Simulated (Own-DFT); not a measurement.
# Computed records: Al3GaN4 (wurtzite random alloy, strained, atoms displaced)

All values are calculated (Own-DFT development build). A calculation, not a measurement: plane-wave PBE density functional theory by an unreviewed code, no spin, of a simulated periodic cell, stress positive in tension, free energy of the whole cell less one offset for each atom, forces on such cells passed a denser k mesh, this cell's mesh not checked; offsets are fitted by least squares, one for each functional and potential file, so energies compare only between cells with the same atoms and settings and are not formation energies; the far tail of each file's local potential was reset to the Coulomb form; each entry is a single point on an unrelaxed cell, so the pressure reflects the starting lattice, mostly measured values, from which strain is counted, and rises with the displacements; printed positions are rounded, which can move forces by about a meV/angstrom; the program is a retired in-house code; no spin-orbit coupling.

Al3GaN4 (wurtzite random alloy, strained, atoms displaced)

```
Al3GaN4
1.0
      9.3233     0.0000     0.0000
     -4.6616     8.0742     0.0000
      0.0000     0.0000    10.0655
Al N Ga Al N Al N Al Ga N Al N Al N Ga Al N Ga Al N Al Ga N Al N Al Ga N Al N Al N Al N Al Ga N Al N Ga Al N Al Ga N
2 2 1 1 2 2 2 1 1 2 2 2 2 2 1 1 2 1 1 2 1 1 2 2 2 1 1 2 2 2 2 2 2 2 1 1 2 2 2 1 1 2 1 1 2
Direct
  0.10560 0.22439 0.00308
  0.21859 0.10763 0.24649
  0.11745 0.22672 0.18990
  0.22062 0.10701 0.43866
  0.11464 0.22696 0.49817
  0.22249 0.11558 0.75324
  0.10295 0.21311 0.68949
  0.23171 0.11855 0.93804
  0.10940 0.55783 0.99654
  0.22353 0.44482 0.25417
  0.12093 0.56636 0.19134
  0.21995 0.45233 0.44142
  0.10548 0.55326 0.50333
  0.22256 0.44513 0.74785
  0.12589 0.56054 0.69898
  0.23092 0.45289 0.94773
  0.11863 0.89422 0.00148
  0.21929 0.78042 0.26069
  0.11795 0.89645 0.18718
  0.22403 0.77606 0.43886
  0.11445 0.88971 0.50775
  0.23016 0.78010 0.75062
  0.12044 0.88787 0.68844
  0.22799 0.77724 0.93856
  0.44885 0.22822 0.00370
  0.56225 0.11396 0.25035
  0.43737 0.20352 0.19376
  0.56260 0.11563 0.44191
  0.45145 0.23122 0.49206
  0.54754 0.10909 0.75780
  0.44788 0.22480 0.69700
  0.54376 0.10809 0.93671
  0.44568 0.55249 0.99630
  0.55794 0.44175 0.24491
  0.44510 0.55745 0.18513
  0.54656 0.43525 0.43220
  0.44390 0.54454 0.50365
  0.55015 0.45486 0.74678
  0.43936 0.55005 0.69380
  0.55476 0.44922 0.93288
  0.44853 0.88925 0.99829
  0.54516 0.76805 0.25150
  0.44794 0.89561 0.19071
  0.55874 0.77566 0.43785
  0.44062 0.89476 0.49790
  0.55858 0.77241 0.74776
  0.44962 0.89123 0.70027
  0.55650 0.76927 0.94303
  0.78029 0.22479 0.99737
  0.89726 0.10680 0.25144
  0.77524 0.22578 0.18758
  0.89064 0.11153 0.44176
  0.77313 0.22477 0.49950
  0.89545 0.11757 0.74863
  0.77888 0.22091 0.68941
  0.89321 0.10449 0.94336
  0.76530 0.54979 0.99937
  0.88332 0.43963 0.25403
  0.76852 0.54912 0.19444
  0.88747 0.44817 0.43839
  0.78991 0.55677 0.49074
  0.88463 0.44762 0.75325
  0.77732 0.54526 0.69390
  0.89149 0.44730 0.94182
  0.77690 0.88380 0.99702
  0.88746 0.78202 0.24396
  0.78918 0.89443 0.19706
  0.88703 0.76956 0.43117
  0.78250 0.88450 0.49371
  0.89390 0.77042 0.74956
  0.77225 0.89189 0.68487
  0.89496 0.78694 0.94474
```

```
functional                        : PBE
potential files                   : PseudoDojo norm-conserving, scalar-relativistic, standard set with the stringent files for Ga
wave cutoff                       : 96 hartree
occupations                       : Gaussian
smearing width                    : 0.01 eV
k mesh                            : 4 x 4 x 3 centred on Gamma
free energy of cell above offsets : -22.802 eV
pressure                          : 9.45 GPa
stress xx                         : -10.99 GPa
stress yy                         : -10.67 GPa
stress zz                         : -6.68 GPa
stress yz                         : 0.14 GPa
stress xz                         : -0.45 GPa
stress xy                         : 0.6 GPa
```

Force:
| element | x (eV/Å) | y (eV/Å) | z (eV/Å) |
| --- | --- | --- | --- |
| Al | 1.934 | 0.568 | -0.336 |
| Al | 0.277 | 0.588 | 0.855 |
| N | -0.408 | -0.176 | 0.311 |
| N | 0.05 | -0.4 | -0.467 |
| Ga | -0.071 | -0.661 | 0.167 |
| Al | 0.859 | -0.321 | -0.396 |
| N | 1.484 | 1.01 | 0.287 |
| N | -2.201 | -0.857 | 0.377 |
| Al | 1.031 | 0.587 | 1.184 |
| Al | -0.267 | 0.799 | -0.997 |
| N | -0.434 | -0.997 | -0.122 |
| N | 1.082 | 0.011 | -0.013 |
| Al | 0.686 | 0.737 | 0.429 |
| Ga | 0.34 | -1.927 | 1.989 |
| N | -3.92 | 0.297 | -2.101 |
| N | -1.445 | -1.64 | -0.694 |
| Al | 0.46 | -0.029 | -0.503 |
| Al | 0.697 | 0.433 | -2.632 |
| N | -0.675 | -1.718 | 0.376 |
| N | -0.891 | 0.147 | 1.812 |
| Al | -0.349 | -0.108 | -1.825 |
| Al | 0.132 | 0.09 | 0.793 |
| N | -0.373 | 0.547 | 0.613 |
| N | -0.947 | 0.424 | 0.131 |
| Ga | -0.337 | -0.345 | -0.002 |
| Al | -0.132 | -1.03 | 0.221 |
| N | -0.281 | 1.748 | 0.028 |
| N | -0.378 | -0.971 | -1.032 |
| Ga | -0.363 | -3.164 | 2.336 |
| Al | 1.159 | 0.622 | -1.619 |
| N | -1.051 | 0.622 | -0.881 |
| N | 2.856 | 0.178 | 1.173 |
| Al | -0.483 | 0.465 | 1.162 |
| Ga | -2.513 | -1.381 | 0.259 |
| N | -0.214 | -2.017 | -0.36 |
| N | 0.949 | 3.788 | 1.06 |
| Al | -1.002 | 1.78 | -0.846 |
| Al | 2.942 | -2.601 | 0.614 |
| N | 0.536 | 1.71 | -1.985 |
| N | 0.431 | 0.248 | 0.371 |
| Al | -0.24 | -0.468 | 0.59 |
| Ga | 0.641 | 1.925 | -0.217 |
| N | -0.545 | -0.471 | -0.171 |
| N | -0.746 | -0.439 | 2.025 |
| Al | 2.056 | -0.626 | 1.015 |
| Al | -0.897 | 1.08 | 0.538 |
| N | 0.057 | -0.398 | -1.761 |
| N | -1.214 | 0.69 | -1.271 |
| Al | -0.312 | -0.862 | 0.054 |
| Al | -1.405 | 1.38 | 0.267 |
| N | 1.548 | -1.482 | -0.453 |
| N | -1.031 | -0.144 | -0.834 |
| Al | 1.888 | -0.389 | 0.959 |
| Al | -1.612 | -1.682 | 0.384 |
| N | -0.561 | 0.817 | 0.54 |
| N | -1.664 | 2.067 | -1.164 |
| Al | 1.68 | 1.288 | 0.379 |
| Ga | 1.345 | 1.318 | -1.599 |
| N | 1.839 | 2.401 | -2.172 |
| N | 1.696 | -1.318 | 1.483 |
| Al | -3.144 | 0.074 | 1.511 |
| Al | 2.47 | -1.597 | 0.258 |
| N | -1.886 | 0.954 | -2.076 |
| N | -0.976 | -0.292 | -0.224 |
| Ga | -0.651 | 0.557 | 1.497 |
| Al | 1.872 | -1.087 | 0.251 |
| N | -1.582 | -0.446 | -1.041 |
| N | 0.762 | 1.127 | 1.091 |
| Al | -1.002 | 0.441 | 0.477 |
| Ga | -1.134 | 1.295 | 0.262 |
| N | 1.588 | -0.393 | 0.078 |
| N | 1.991 | -2.375 | -0.409 |
